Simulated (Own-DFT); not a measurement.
Al₃GaN₄ (wurtzite random alloy, strained, atoms displaced) (calculated)

All values are calculated (Own-DFT development build). A calculation, not a measurement: plane-wave PBE density functional theory by an unreviewed code, no spin, of a simulated periodic cell, stress positive in tension, free energy of the whole cell less one offset for each atom, forces on such cells passed a denser k mesh, this cell's mesh not checked; offsets are fitted by least squares, one for each functional and potential file, so energies compare only between cells with the same atoms and settings and are not formation energies; the far tail of each file's local potential was reset to the Coulomb form; each entry is a single point on an unrelaxed cell, so the pressure reflects the starting lattice, mostly measured values, from which strain is counted, and rises with the displacements; printed positions are rounded, which can move forces by about a meV/angstrom; the program is a retired in-house code; no spin-orbit coupling.

Common to all runs: functional PBE; potential files PseudoDojo norm-conserving, scalar-relativistic, standard set with the stringent files for Ga; wave cutoff 96 hartree; occupations Gaussian; smearing width 0.01 eV; k mesh 4 x 4 x 3 centred on Gamma.

(1) Al₃GaN₄ (wurtzite random alloy, strained, atoms displaced)

```
CELL_PARAMETERS angstrom
9.27630 0.00000 0.00000
-4.63820 8.03350 0.00000
0.00000 0.00000 10.06550
ATOMIC_POSITIONS crystal
Al 0.11702 0.22187 0.00786
Al 0.21646 0.10805 0.25065
N 0.10416 0.22391 0.19815
N 0.22405 0.10797 0.44886
Al 0.10793 0.22414 0.50531
Al 0.22633 0.11140 0.74624
N 0.11753 0.21934 0.68991
N 0.22162 0.12193 0.93719
Ga 0.10959 0.54544 0.00501
Al 0.22867 0.45433 0.24871
N 0.11740 0.55773 0.18656
N 0.22179 0.44430 0.43640
Al 0.11933 0.56544 0.49117
Ga 0.21858 0.44541 0.76092
N 0.12072 0.56066 0.70355
N 0.22225 0.44412 0.93913
Al 0.12229 0.88845 0.00337
Ga 0.22548 0.77245 0.24849
N 0.10231 0.88684 0.18593
N 0.21906 0.77945 0.44040
Al 0.11891 0.88928 0.50727
Al 0.23238 0.78002 0.75533
N 0.10096 0.87876 0.68741
N 0.20377 0.76312 0.93882
Al 0.44984 0.22511 0.99852
Al 0.55522 0.11023 0.25573
N 0.44485 0.23393 0.18879
N 0.55635 0.11188 0.45350
Ga 0.43795 0.21474 0.49989
Al 0.55156 0.11146 0.75945
N 0.43707 0.21890 0.68425
N 0.55978 0.11583 0.94294
Al 0.44715 0.55622 0.00182
Al 0.55350 0.44641 0.24560
N 0.43846 0.55916 0.18741
N 0.55393 0.44051 0.43731
Al 0.43033 0.55089 0.51417
Al 0.54829 0.44567 0.75030
N 0.44550 0.56726 0.68924
N 0.55135 0.44841 0.93422
Ga 0.45066 0.89584 0.99310
Al 0.55929 0.77992 0.24810
N 0.43467 0.88375 0.19619
N 0.56861 0.79300 0.44600
Ga 0.44439 0.89045 0.50403
Al 0.55434 0.77377 0.75788
N 0.44045 0.88915 0.69346
N 0.54965 0.76925 0.94035
Al 0.77192 0.22473 0.99926
Al 0.89413 0.11493 0.25666
N 0.77596 0.22267 0.19441
N 0.89690 0.10632 0.44671
Al 0.77678 0.22834 0.49088
Al 0.88957 0.10958 0.75420
N 0.78031 0.22883 0.68936
N 0.88437 0.11016 0.93647
Al 0.77726 0.55204 0.99268
Ga 0.88582 0.45053 0.25523
N 0.77744 0.55310 0.18451
N 0.88988 0.43594 0.43952
Ga 0.79159 0.56861 0.50650
Al 0.88407 0.45328 0.74346
N 0.77389 0.55356 0.68821
N 0.89156 0.43971 0.93667
Al 0.78318 0.89571 0.00084
Al 0.88793 0.77387 0.25496
N 0.77797 0.89122 0.19289
N 0.89950 0.78366 0.44855
Al 0.76377 0.88508 0.50548
Ga 0.88999 0.77484 0.74409
N 0.77891 0.88423 0.69378
N 0.89513 0.78514 0.93806
```

```
free energy of cell above offsets : -20.794 eV
pressure                          : 12.28 GPa
stress xx                         : -13.28 GPa
stress yy                         : -13.56 GPa
stress zz                         : -9.99 GPa
stress yz                         : 0.26 GPa
stress xz                         : 0.34 GPa
stress xy                         : -1.1 GPa
```

Force:
| element | x (eV/Å) | y (eV/Å) | z (eV/Å) |
| --- | --- | --- | --- |
| Al | -2.008 | 0.303 | -0.404 |
| Al | 0.286 | 0.345 | 0.789 |
| N | 1.802 | 0.788 | -1.146 |
| N | -2.428 | -0.692 | -2.197 |
| Al | 1.33 | -0.211 | -0.135 |
| Al | -1.231 | -1.17 | 0.594 |
| N | -1.317 | 0.126 | 0.18 |
| N | 2.555 | -1.662 | 0.22 |
| Ga | -0.795 | 0.412 | -1.061 |
| Al | -0.443 | -1.775 | 0.738 |
| N | -0.675 | -1.392 | 1.701 |
| N | -0.305 | 0.461 | 0.4 |
| Al | -0.232 | -2.012 | 2.116 |
| Ga | 0.882 | -1.246 | -1.927 |
| N | -2.669 | 0.381 | -3.058 |
| N | 1.855 | -1.031 | 2.889 |
| Al | -2.634 | 0.568 | -0.854 |
| Ga | -2.901 | 0.574 | 0.73 |
| N | 0.83 | 0.587 | 0.785 |
| N | 0.531 | -0.092 | -0.143 |
| Al | -1.317 | 0.534 | -0.596 |
| Al | -2.512 | -0.823 | -0.165 |
| N | 3.648 | 2.014 | 0.571 |
| N | 2.004 | 2.3 | -0.164 |
| Al | -1.779 | 0.393 | 0.486 |
| Al | -0.737 | 0.243 | 0.109 |
| N | 0.472 | -2.412 | -0.369 |
| N | 0.761 | 0.045 | -3.073 |
| Ga | 0.708 | 2.115 | -0.163 |
| Al | 0.855 | 0.847 | -2.657 |
| N | 1.383 | 0.895 | 2.95 |
| N | -1.186 | 0.542 | -0.602 |
| Al | -1.079 | -0.432 | 0.042 |
| Al | 0.01 | 0.884 | 1.407 |
| N | 1.736 | 0.379 | -0.053 |
| N | -0.731 | 1.684 | 0.04 |
| Al | 2.083 | 0.677 | -3.078 |
| Al | 0.301 | -0.344 | -1.201 |
| N | 0.854 | -1.495 | 1.283 |
| N | 1.285 | -0.591 | 0.561 |
| Ga | -1.085 | -2.312 | 1.633 |
| Al | -0.518 | 0.183 | 0.981 |
| N | 3.27 | 2.546 | -1.233 |
| N | -2.963 | -3.961 | -2.343 |
| Ga | 0.086 | -0.317 | 0.227 |
| Al | 0.191 | 1.642 | -1.02 |
| N | 1.501 | 0.783 | 1.455 |
| N | 0.979 | 1.274 | 0.364 |
| Al | 2.464 | 0.206 | 0.814 |
| Al | -1.319 | -0.886 | 0.395 |
| N | 0.063 | -0.916 | -0.566 |
| N | -2.286 | 0.297 | -0.868 |
| Al | 1.59 | -2.271 | 2.625 |
| Al | -0.121 | 0.542 | -1.389 |
| N | -0.275 | -0.771 | -0.01 |
| N | 0.208 | 0.812 | 1.524 |
| Al | 0.389 | 1.386 | 0.28 |
| Ga | 1.22 | -0.719 | -1.021 |
| N | -1.664 | 1.091 | -0.329 |
| N | 0.517 | 2.87 | 0.721 |
| Ga | -1.277 | -2.32 | -1.682 |
| Al | 2.849 | -1.449 | 1.146 |
| N | -1.277 | -0.972 | 1.34 |
| N | -2.186 | 0.017 | -0.357 |
| Al | 0.347 | -1.05 | 0.008 |
| Al | -0.499 | 0.41 | -0.131 |
| N | 0.373 | -0.034 | -0.34 |
| N | -1.133 | 0.99 | -1.763 |
| Al | 4.642 | 2.009 | 1.257 |
| Ga | -0.844 | 0.135 | 2.104 |
| N | -2.353 | 0.99 | -0.427 |
| N | -0.082 | -0.927 | 1.056 |

(2) Al₃GaN₄ (wurtzite random alloy, strained, atoms displaced)

```
CELL_PARAMETERS angstrom
9.27630 0.00000 0.00000
-4.63820 8.03350 0.00000
0.00000 0.00000 10.06550
ATOMIC_POSITIONS crystal
Ga 0.11437 0.21725 0.99830
Ga 0.20521 0.09793 0.25448
N 0.10450 0.21087 0.19388
N 0.21957 0.11801 0.43527
Al 0.12476 0.21865 0.49375
Al 0.21547 0.10584 0.75487
N 0.11249 0.21494 0.68502
N 0.23157 0.10581 0.93329
Al 0.11864 0.56053 0.99756
Al 0.22017 0.44298 0.24984
N 0.10166 0.54773 0.18735
N 0.21920 0.44338 0.43720
Al 0.11967 0.56313 0.49773
Al 0.22999 0.45202 0.74996
N 0.10717 0.55698 0.68139
N 0.23876 0.45929 0.93589
Al 0.11596 0.89073 0.00039
Al 0.21754 0.76801 0.24116
N 0.09926 0.88702 0.19104
N 0.21445 0.77610 0.44896
Al 0.10763 0.88107 0.49556
Al 0.22191 0.77975 0.73896
N 0.10793 0.89111 0.69066
N 0.21875 0.77280 0.94461
Al 0.44689 0.22527 0.00362
Al 0.55320 0.11477 0.25016
N 0.43730 0.22552 0.18155
N 0.55354 0.11362 0.43992
Al 0.46326 0.22589 0.49979
Al 0.55670 0.11731 0.75260
N 0.44573 0.22702 0.69230
N 0.55502 0.11054 0.93811
Ga 0.43903 0.55513 0.99999
Al 0.55171 0.43656 0.24891
N 0.44661 0.55005 0.18911
N 0.55113 0.43045 0.43535
Ga 0.44237 0.54179 0.49335
Al 0.56000 0.45029 0.75687
N 0.45102 0.56210 0.69865
N 0.56140 0.44896 0.93757
Al 0.44426 0.88743 0.00089
Al 0.56172 0.78695 0.25224
N 0.44600 0.88954 0.18792
N 0.55308 0.77564 0.44135
Ga 0.44377 0.89014 0.48918
Al 0.56111 0.77737 0.74460
N 0.43093 0.87927 0.69330
N 0.54837 0.78209 0.94275
Al 0.77298 0.22904 0.00259
Al 0.88579 0.11570 0.24120
N 0.77263 0.21623 0.18859
N 0.89355 0.10485 0.44638
Ga 0.78107 0.22867 0.49836
Al 0.89284 0.12053 0.75290
N 0.77276 0.21857 0.69231
N 0.88996 0.12305 0.93746
Ga 0.77264 0.54971 0.99921
Al 0.88825 0.45009 0.24636
N 0.77160 0.55218 0.18693
N 0.88512 0.44501 0.43498
Ga 0.77589 0.55433 0.49216
Al 0.89632 0.45122 0.74575
N 0.76891 0.55336 0.68902
N 0.88495 0.43956 0.94172
Al 0.77297 0.88834 0.00926
Al 0.89035 0.77815 0.25805
N 0.76697 0.88674 0.19228
N 0.89123 0.78266 0.43876
Ga 0.78713 0.89262 0.49770
Al 0.88606 0.77553 0.74704
N 0.77429 0.88603 0.68633
N 0.90126 0.78587 0.93809
```

```
free energy of cell above offsets : -21.560 eV
pressure                          : 12.29 GPa
stress xx                         : -15.65 GPa
stress yy                         : -12.84 GPa
stress zz                         : -8.38 GPa
stress yz                         : 0.17 GPa
stress xz                         : 1.09 GPa
stress xy                         : 0 GPa
```

Force:
| element | x (eV/Å) | y (eV/Å) | z (eV/Å) |
| --- | --- | --- | --- |
| Ga | -0.202 | 0.671 | -0.072 |
| Ga | 1.891 | 1.625 | -0.516 |
| N | -1.402 | 2.382 | -1.102 |
| N | 4.714 | -2.74 | 1.14 |
| Al | -4.438 | 1.566 | 2.228 |
| Al | 1.117 | 0.779 | -1.769 |
| N | -0.709 | 1.743 | 0.65 |
| N | -0.595 | 0.516 | 1.61 |
| Al | -0.977 | -1.608 | -0.027 |
| Al | 0.615 | -0.458 | -0.405 |
| N | 1.306 | 0.463 | -0.122 |
| N | -0.511 | -0.414 | -0.311 |
| Al | -0.753 | -2.104 | 0.053 |
| Al | -0.351 | -1.011 | -0.852 |
| N | 1.183 | -0.196 | 0.877 |
| N | -4.01 | -2.913 | -0.899 |
| Al | -0.235 | -0.526 | -0.092 |
| Al | -0.41 | 1.305 | 0.765 |
| N | 2.024 | -2.123 | -0.943 |
| N | 0.692 | -0.084 | -3.156 |
| Al | -0.92 | 2.576 | 1.685 |
| Al | -1.433 | -0.58 | 1.783 |
| N | 0.278 | -0.852 | -1.118 |
| N | 0.216 | 1.212 | -0.82 |
| Al | 0.285 | -0.135 | -1.904 |
| Al | -0.456 | -0.284 | -0.649 |
| N | 1.172 | -1.197 | 1.634 |
| N | 1.215 | -0.395 | -1.932 |
| Al | -3.757 | -1.001 | 2.149 |
| Al | -0.492 | -1.404 | -0.242 |
| N | -0.066 | -0.236 | -0.63 |
| N | -0.304 | 0.202 | 0.897 |
| Ga | 3.282 | 1.763 | 1.045 |
| Al | -0.377 | 0.695 | -0.437 |
| N | -1.243 | 0.832 | 1.531 |
| N | 0.264 | 1.132 | -1.063 |
| Ga | -0.486 | 1.602 | 1.578 |
| Al | -0.74 | -1.13 | -1.056 |
| N | -0.11 | -1.51 | -1.428 |
| N | -1.492 | -1.622 | 0.225 |
| Al | -1.024 | 0.842 | -0.583 |
| Al | -1.292 | -2.363 | 0.294 |
| N | -1.05 | -0.017 | 0.947 |
| N | 0.778 | -0.486 | -1.282 |
| Ga | 0.137 | -0.411 | 2.401 |
| Al | -1.715 | 1.244 | 1.156 |
| N | 2.583 | 2.177 | -0.74 |
| N | 2.408 | 0.31 | -1 |
| Al | 0.772 | -1.387 | -0.595 |
| Al | 0.542 | -1.295 | 1.959 |
| N | -0.937 | 1.535 | 0.248 |
| N | -0.398 | 3.257 | -2.593 |
| Ga | 1.319 | -1.481 | 0.794 |
| Al | 0.316 | -1.342 | -1.07 |
| N | 0.37 | 1.301 | -0.064 |
| N | -0.083 | -1.358 | 0.903 |
| Ga | 1.054 | 2.213 | -0.049 |
| Al | -0.462 | -1.463 | 0.134 |
| N | 0.316 | 0.699 | 1.902 |
| N | 1.95 | 1.068 | -0.864 |
| Ga | -0.432 | 0.413 | 1.592 |
| Al | -1.614 | -1.23 | 0.76 |
| N | 1.805 | 0.497 | -0.121 |
| N | 1.692 | 1.19 | -1.223 |
| Al | 0.44 | 0.133 | -2.138 |
| Al | -1.753 | -0.761 | -1.942 |
| N | 2.537 | 0.962 | 0.027 |
| N | 1.33 | -1.226 | -0.635 |
| Ga | -2.05 | -0.939 | 1.342 |
| Al | -0.209 | 0.525 | 0.642 |
| N | 0.786 | 1.031 | 1.408 |
| N | -1.9 | -0.175 | 0.082 |

(3) Al₃GaN₄ (wurtzite random alloy, strained, atoms displaced)

```
CELL_PARAMETERS angstrom
9.27630 0.00000 0.00000
-4.63820 8.03350 0.00000
0.00000 0.00000 10.06550
ATOMIC_POSITIONS crystal
Al 0.11900 0.23392 0.00520
Al 0.21639 0.10566 0.25037
N 0.12495 0.22498 0.18946
N 0.23105 0.11050 0.44376
Al 0.10475 0.21491 0.50193
Al 0.22366 0.11941 0.75333
N 0.11627 0.22105 0.68330
N 0.21858 0.11208 0.94377
Al 0.11773 0.55415 0.99502
Al 0.22745 0.44378 0.24518
N 0.11025 0.55104 0.18837
N 0.22933 0.45478 0.43645
Al 0.10809 0.55015 0.50729
Ga 0.22402 0.44221 0.75844
N 0.11608 0.55811 0.68604
N 0.22316 0.45258 0.93689
Al 0.12315 0.90861 0.99924
Ga 0.22347 0.78303 0.25448
N 0.11691 0.89500 0.19601
N 0.22756 0.78325 0.44758
Al 0.11099 0.89135 0.50656
Ga 0.21250 0.77103 0.74800
N 0.10353 0.88831 0.69137
N 0.20973 0.77405 0.94202
Al 0.44765 0.23096 0.00154
Ga 0.55594 0.11387 0.25893
N 0.44731 0.22838 0.18746
N 0.55655 0.11779 0.44150
Ga 0.44450 0.22569 0.51377
Al 0.54704 0.09956 0.74848
N 0.44468 0.22338 0.69220
N 0.55576 0.10746 0.93941
Ga 0.45008 0.56639 0.00113
Al 0.55493 0.44229 0.24980
N 0.43751 0.56105 0.18943
N 0.55554 0.44433 0.42998
Al 0.44484 0.55761 0.49375
Al 0.54872 0.44302 0.74210
N 0.45323 0.55464 0.68929
N 0.55620 0.44476 0.93692
Al 0.45412 0.89330 0.00128
Ga 0.56024 0.78536 0.24804
N 0.43998 0.89580 0.19624
N 0.55382 0.76615 0.43970
Al 0.44962 0.89201 0.50040
Ga 0.54440 0.76917 0.75389
N 0.44069 0.89393 0.69085
N 0.55026 0.76876 0.94079
Ga 0.77858 0.22739 0.99731
Al 0.88959 0.11814 0.24906
N 0.78284 0.22409 0.18969
N 0.88703 0.11421 0.43526
Al 0.76701 0.21083 0.50737
Al 0.89957 0.10969 0.76160
N 0.78444 0.23526 0.68238
N 0.89030 0.11273 0.94080
Al 0.78667 0.56530 0.00920
Al 0.88673 0.44278 0.25526
N 0.77918 0.55983 0.19653
N 0.87858 0.44083 0.43309
Al 0.78379 0.54692 0.50631
Al 0.88782 0.44755 0.75801
N 0.77892 0.56278 0.68342
N 0.87620 0.43548 0.94395
Al 0.77953 0.89061 0.99741
Al 0.89483 0.77471 0.24763
N 0.77551 0.88689 0.19174
N 0.87772 0.76910 0.44006
Al 0.78381 0.89204 0.49979
Al 0.88884 0.77579 0.74384
N 0.78836 0.89393 0.68440
N 0.89917 0.78032 0.92605
```

```
free energy of cell above offsets : -21.191 eV
pressure                          : 12.1 GPa
stress xx                         : -9.51 GPa
stress yy                         : -15.19 GPa
stress zz                         : -11.6 GPa
stress yz                         : 0.07 GPa
stress xz                         : 0.12 GPa
stress xy                         : 1.15 GPa
```

Force:
| element | x (eV/Å) | y (eV/Å) | z (eV/Å) |
| --- | --- | --- | --- |
| Al | -0.262 | -0.964 | -0.253 |
| Al | 1.827 | 1.702 | 1.395 |
| N | -2.151 | -0.253 | -0.148 |
| N | -2.668 | -0.561 | -0.917 |
| Al | 0.821 | 1.438 | -1.569 |
| Al | 0.697 | -1.732 | -0.097 |
| N | -0.94 | -0.062 | 1.449 |
| N | 0.37 | 3.077 | -1.273 |
| Al | -3.044 | 0.998 | 1.964 |
| Al | -1.592 | 0.457 | 1.649 |
| N | -0.288 | -0.243 | -0.488 |
| N | -0.863 | -2.054 | 0.335 |
| Al | -0.114 | 0.492 | -2.619 |
| Ga | 0.154 | 0.253 | -3.034 |
| N | -1.017 | -2.085 | 1.217 |
| N | 0.762 | -1.706 | 1.613 |
| Al | -0.269 | -3.947 | 0.781 |
| Ga | 0.132 | -1.957 | 0.683 |
| N | -1.552 | -0.544 | -2.048 |
| N | -0.631 | -0.84 | 0.501 |
| Al | -0.165 | -0.739 | -1.018 |
| Ga | -0.122 | 1.69 | 0.902 |
| N | 0.787 | 1.647 | -0.234 |
| N | 1.786 | 0.909 | 0.436 |
| Al | 0.594 | -0.878 | -0.093 |
| Ga | -0.086 | 1.017 | -1.395 |
| N | -0.763 | -0.703 | -0.21 |
| N | 0.625 | -1.56 | 1.695 |
| Ga | 0.208 | 0.736 | -2.975 |
| Al | 0.832 | 3.111 | 0.991 |
| N | 0.022 | -0.622 | 2.63 |
| N | -1.385 | -0.004 | -0.772 |
| Ga | 0.757 | -3.679 | 1.261 |
| Al | -0.659 | 0.938 | -0.271 |
| N | 2.193 | -0.631 | -0.098 |
| N | 0.183 | 0.424 | 2.184 |
| Al | 0.886 | -1.491 | 0.677 |
| Al | 2.787 | 0.301 | 1.841 |
| N | -2.126 | -0.223 | -1.449 |
| N | 0.609 | 0.609 | -0.236 |
| Al | -1.97 | -0.789 | 0.658 |
| Ga | -1.09 | -0.888 | 1.149 |
| N | 1.654 | -0.201 | -2.206 |
| N | -0.425 | 3.486 | 0.711 |
| Al | -0.019 | -0.737 | -0.239 |
| Ga | 1.187 | 1.741 | -1.334 |
| N | 0.843 | -1.491 | -1.051 |
| N | 0.273 | 4.702 | -0.201 |
| Ga | -0.105 | -2.226 | 1.489 |
| Al | 1.191 | -0.813 | -0.104 |
| N | -0.452 | 0.321 | 0.186 |
| N | 0.291 | -0.437 | 0.46 |
| Al | 1.01 | 1.845 | -1.894 |
| Al | -1.318 | 0.189 | -2.73 |
| N | 0.182 | -1.728 | 2.906 |
| N | 1.294 | -0.003 | 0.622 |
| Al | -0.584 | -0.493 | -1.273 |
| Al | 0.607 | 0.388 | -1.392 |
| N | 0.253 | -0.815 | -1.437 |
| N | 2.393 | -0.783 | 1.916 |
| Al | -2.547 | 1.176 | -2.032 |
| Al | -0.387 | 0.089 | -1.156 |
| N | 0.412 | -1.818 | 1.729 |
| N | 1.228 | 4.066 | -1.296 |
| Al | 0.825 | -0.674 | 0.279 |
| Al | -1.254 | 0.965 | 1.607 |
| N | 2.173 | 1.546 | -1.636 |
| N | 1.837 | 0.982 | -0.197 |
| Al | -0.712 | -0.907 | -0.577 |
| Al | -0.751 | 0.28 | 0.148 |
| N | -1.218 | 0.404 | 1.126 |
| N | -1.159 | 0.301 | 2.763 |

(4) Al₃GaN₄ (wurtzite random alloy, strained, atoms displaced)

```
CELL_PARAMETERS angstrom
9.27630 0.00000 0.00000
-4.63820 8.03350 0.00000
0.00000 0.00000 10.06550
ATOMIC_POSITIONS crystal
Al 0.10590 0.21425 0.99207
Al 0.22348 0.11488 0.25176
N 0.10893 0.21998 0.19794
N 0.21922 0.10843 0.43576
Ga 0.10918 0.22221 0.49630
Al 0.22535 0.12084 0.74950
N 0.10786 0.21964 0.69039
N 0.23001 0.12564 0.94187
Al 0.12111 0.55920 0.00418
Ga 0.21563 0.44169 0.25647
N 0.09359 0.54608 0.18657
N 0.23092 0.45069 0.43934
Al 0.10885 0.55308 0.50536
Ga 0.22336 0.45035 0.74896
N 0.11207 0.55269 0.68298
N 0.22581 0.44698 0.94403
Al 0.11502 0.89005 0.99814
Al 0.22274 0.78073 0.25339
N 0.11084 0.88697 0.18885
N 0.22883 0.77718 0.44690
Al 0.11096 0.88747 0.49739
Al 0.22441 0.78047 0.74770
N 0.11895 0.89312 0.69345
N 0.22148 0.77818 0.93478
Al 0.44588 0.22356 0.00078
Al 0.55781 0.11582 0.24820
N 0.43941 0.22532 0.19507
N 0.55909 0.11511 0.43920
Ga 0.44739 0.22471 0.50029
Ga 0.54961 0.11025 0.74105
N 0.44559 0.21746 0.70152
N 0.56478 0.11331 0.94266
Ga 0.45436 0.56520 0.99605
Al 0.55523 0.44380 0.24608
N 0.43950 0.56008 0.19876
N 0.55497 0.43957 0.43365
Al 0.45571 0.56628 0.49715
Al 0.55690 0.44276 0.75679
N 0.44955 0.56556 0.69339
N 0.56620 0.45140 0.93543
Al 0.44238 0.89605 0.00316
Al 0.54074 0.76816 0.25160
N 0.44053 0.88427 0.19160
N 0.55594 0.77093 0.44610
Al 0.44178 0.88630 0.49672
Al 0.55456 0.77319 0.74624
N 0.43283 0.87682 0.68650
N 0.55699 0.77273 0.94376
Al 0.78657 0.22475 0.00260
Ga 0.89407 0.12745 0.24854
N 0.77160 0.20940 0.18460
N 0.88219 0.10401 0.43241
Ga 0.77205 0.21436 0.50146
Al 0.89190 0.11249 0.74994
N 0.77893 0.22668 0.68659
N 0.87283 0.10114 0.94462
Al 0.78561 0.55036 0.99936
Al 0.89405 0.44843 0.25647
N 0.77755 0.55600 0.18684
N 0.89367 0.44664 0.44375
Al 0.77900 0.55987 0.49730
Al 0.88890 0.44733 0.75464
N 0.78001 0.56017 0.69407
N 0.89728 0.45563 0.93162
Al 0.77761 0.89053 0.99591
Al 0.88656 0.77612 0.25374
N 0.78031 0.89144 0.19120
N 0.89189 0.77110 0.43679
Ga 0.77822 0.89485 0.50355
Al 0.89326 0.78044 0.74957
N 0.77936 0.89313 0.68466
N 0.87803 0.77803 0.94283
```

```
free energy of cell above offsets : -22.203 eV
pressure                          : 11.88 GPa
stress xx                         : -13.91 GPa
stress yy                         : -13.2 GPa
stress zz                         : -8.54 GPa
stress yz                         : 0.86 GPa
stress xz                         : 0.04 GPa
stress xy                         : -0.02 GPa
```

Force:
| element | x (eV/Å) | y (eV/Å) | z (eV/Å) |
| --- | --- | --- | --- |
| Al | -0.971 | 1.416 | 1.894 |
| Al | -0.528 | -1.103 | -0.485 |
| N | 1.546 | 0.371 | -2.548 |
| N | 0.533 | -0.633 | 0.63 |
| Ga | -0.114 | 0.193 | 0.209 |
| Al | 0.293 | -1.36 | 0.525 |
| N | 0.297 | 0.148 | 0.249 |
| N | 0.356 | -2.076 | -0.778 |
| Al | -1.043 | -0.068 | -0.821 |
| Ga | 0.157 | 0.429 | -1.285 |
| N | 1.95 | 2.201 | 0.151 |
| N | -0.692 | 0.271 | 1.98 |
| Al | 0.88 | 0.261 | -1.225 |
| Ga | 0.626 | -0.451 | 0.647 |
| N | -1.828 | 0.999 | 1.603 |
| N | -0.722 | -1.206 | -0.185 |
| Al | -1.348 | 0.026 | 0.158 |
| Al | -0.459 | -0.885 | -0.007 |
| N | 0.142 | 0.508 | 0.122 |
| N | -1.713 | -0.474 | -1.581 |
| Al | 0.363 | 0.071 | 0.71 |
| Al | -0.548 | -1.259 | 0.208 |
| N | -1.18 | 0.383 | -0.73 |
| N | 0.438 | 0.264 | 0.741 |
| Al | 0.799 | 0.834 | 0.123 |
| Al | -0.46 | -0.803 | 0.105 |
| N | 1.276 | -0.477 | -1.344 |
| N | -0.82 | -2.126 | -1.056 |
| Ga | -0.757 | -0.496 | 0.568 |
| Ga | 3.1 | -1.96 | 2.071 |
| N | -3.124 | 2.647 | -1.884 |
| N | -1.255 | 0.322 | 0.25 |
| Ga | -0.05 | -2.717 | 1.899 |
| Al | -0.465 | 0.985 | 0.192 |
| N | 1.409 | -1.701 | -1.294 |
| N | 0.05 | 2.05 | 0.647 |
| Al | -0.178 | -3.289 | 1.204 |
| Al | -0.105 | 0.914 | -1.412 |
| N | 1.447 | -2.665 | -1.473 |
| N | 0.289 | -1.576 | 1.606 |
| Al | 1.335 | -0.983 | -0.564 |
| Al | 2.346 | 2.651 | 0.382 |
| N | -0.674 | 0.864 | 0.085 |
| N | -1.478 | 2.467 | -1.825 |
| Al | 1.251 | 0.475 | 0.765 |
| Al | -0.241 | 2.257 | 1.343 |
| N | 1.818 | 1.115 | -0.433 |
| N | -1.487 | 3.91 | -2.014 |
| Al | -1.559 | 0.739 | -0.716 |
| Ga | 0.784 | -3.634 | 0.071 |
| N | -2.384 | 3.323 | 0.126 |
| N | 0.368 | 1.643 | 1.208 |
| Ga | 1.082 | 1.49 | -0.125 |
| Al | -1.456 | -0.23 | 0.354 |
| N | 0.895 | -0.186 | 1.626 |
| N | 2.412 | 2.107 | -2.057 |
| Al | -1.625 | 1.637 | 0.298 |
| Al | -2.351 | -1.371 | -0.159 |
| N | 0.385 | -0.692 | 0.507 |
| N | -0.605 | 0.085 | -0.818 |
| Al | 0.244 | -1.416 | 0.989 |
| Al | 0.359 | 0.027 | -2.118 |
| N | -0.155 | -0.476 | -1.147 |
| N | 1.5 | -1.618 | 1.949 |
| Al | -0.613 | -1.372 | 2.48 |
| Al | -0.435 | 0.665 | -1.541 |
| N | -0.784 | -1.052 | -0.185 |
| N | -0.159 | 1.003 | 0.566 |
| Ga | 0.981 | -1.394 | -1.52 |
| Al | -0.432 | 0.222 | 0.603 |
| N | 0.302 | -0.189 | 2.576 |
| N | 2.785 | -0.032 | -1.089 |
